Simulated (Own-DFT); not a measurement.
# Device materials side by side: how hard are they to compress?

Calculated, not measured: single-point runs of Own-DFT, a retired in-house plane-wave DFT program that no person has reviewed, on unrelaxed cells, without spin or spin-orbit coupling.

Known weak points (not all hold for every row): forces on such cells moved up to 12 meV/angstrom on a denser k mesh; forces not confirmed at this smearing and k mesh; k mesh not checked against a denser one; forces on such cells passed a denser k mesh, each cell not checked; stress not checked against mesh or cutoff.

All runs are PBE with PseudoDojo norm-conserving files; cutoff and k mesh are each material's own. Every cell starts from measured lattice constants and was given uniform random strains and small random moves of its atoms. Each triple is the change of volume in per cent, the rms move u in Å and the pressure in GPa.

- 2H SiC (C36Si36), 10.36 Å³/atom unstrained: (-1.56, 0.049, 8.59); (-1.46, 0.047, 8.95); (-0.88, 0.048, 7.29); (-0.84, 0.052, 7.64); (-0.39, 0.051, 6.40); (2.47, 0.054, 1.06); (3.09, 0.047, -1.37)
- wurtzite AlN (Al64N64), 10.45 Å³/atom unstrained: withheld
- diamond silicon (Si64), 20.02 Å³/atom unstrained: (-3.49, 0.044, 6.38); (-2.50, 0.051, 5.65); (-1.21, 0.052, 4.41); (-0.22, 0.051, 2.80); (0.53, 0.050, 2.22); (1.26, 0.047, 1.54); (1.44, 0.048, 1.28)
- zincblende GaP (Ga32P32), 20.24 Å³/atom unstrained: (-3.03, 0.050, 6.55); (-3.00, 0.049, 6.30); (-2.28, 0.053, 5.67); (-0.22, 0.053, 3.38); (0.30, 0.048, 3.01); (0.66, 0.054, 3.05); (2.49, 0.048, 1.07)
- zincblende GaAs (As32Ga32), 22.58 Å³/atom unstrained: (-2.23, 0.055, 5.99); (-1.37, 0.050, 5.13); (-0.22, 0.046, 4.12); (0.60, 0.049, 3.83); (1.15, 0.052, 3.19); (1.56, 0.055, 2.85); (3.86, 0.047, 1.30)
- grey tin (Sn64), 34.15 Å³/atom unstrained: (-2.48, 0.050, 5.25); (-2.37, 0.053, 5.10); (-0.71, 0.047, 4.01); (-0.70, 0.052, 4.11); (-0.10, 0.048, 3.75); (0.60, 0.048, 3.36); (1.82, 0.052, 2.77)

## What the rows give

Fit a line to each set against the fractional change of volume; B is minus its slope, and u is nearly the same within a set. To take it to zero pressure, assume that B rises by 4 GPa for each GPa: B0 = B - 4 x (mean pressure). The bond length of an ideal tetrahedral crystal with the unstrained volume v is d = (√3/4)(8 v)^(1/3). Cohen's empirical rule reads B0 = (1971 - 220 L) d^(-3.5) GPa, with L = 0 for group IV crystals and SiC and 1 for III-V compounds.

```
                  material  L  d (Å)  B (GPa)  mean P (GPa)  B0 (GPa)  rule (GPa)
          2H SiC (C36Si36)  0  1.888  210 ± 9           5.5   188 ± 9         213
    wurtzite AlN (Al64N64)  1  1.893        ?             ?         ?         188
    diamond silicon (Si64)  0  2.352  107 ± 4           3.5    93 ± 4          99
  zincblende GaP (Ga32P32)  1  2.360   97 ± 4           4.1    81 ± 4          87
zincblende GaAs (As32Ga32)  1  2.448   76 ± 3           3.8    61 ± 3          76
           grey tin (Sn64)  0  2.810   57 ± 2           4.0    41 ± 2          53
```

A line through ln[B0/(1971 - 220 L)] against ln d has a slope of -3.8 ± 0.3 and a scatter of 9 %. Against the rule, B0 stands at 88 % for 2H SiC, 94 % for diamond silicon, 93 % for zincblende GaP, 80 % for zincblende GaAs, 78 % for grey tin. PBE tends to make silicon and heavier crystals too soft, and the rule itself is only a guide.

## Test on the hidden row

The question: what B0 does the fitted trend give for wurtzite AlN (Al64N64)?

From the line: 173 GPa. Its own runs give B = 201 ± 3 GPa at a mean pressure of 7.1 GPa, so B0 = 172 GPa.
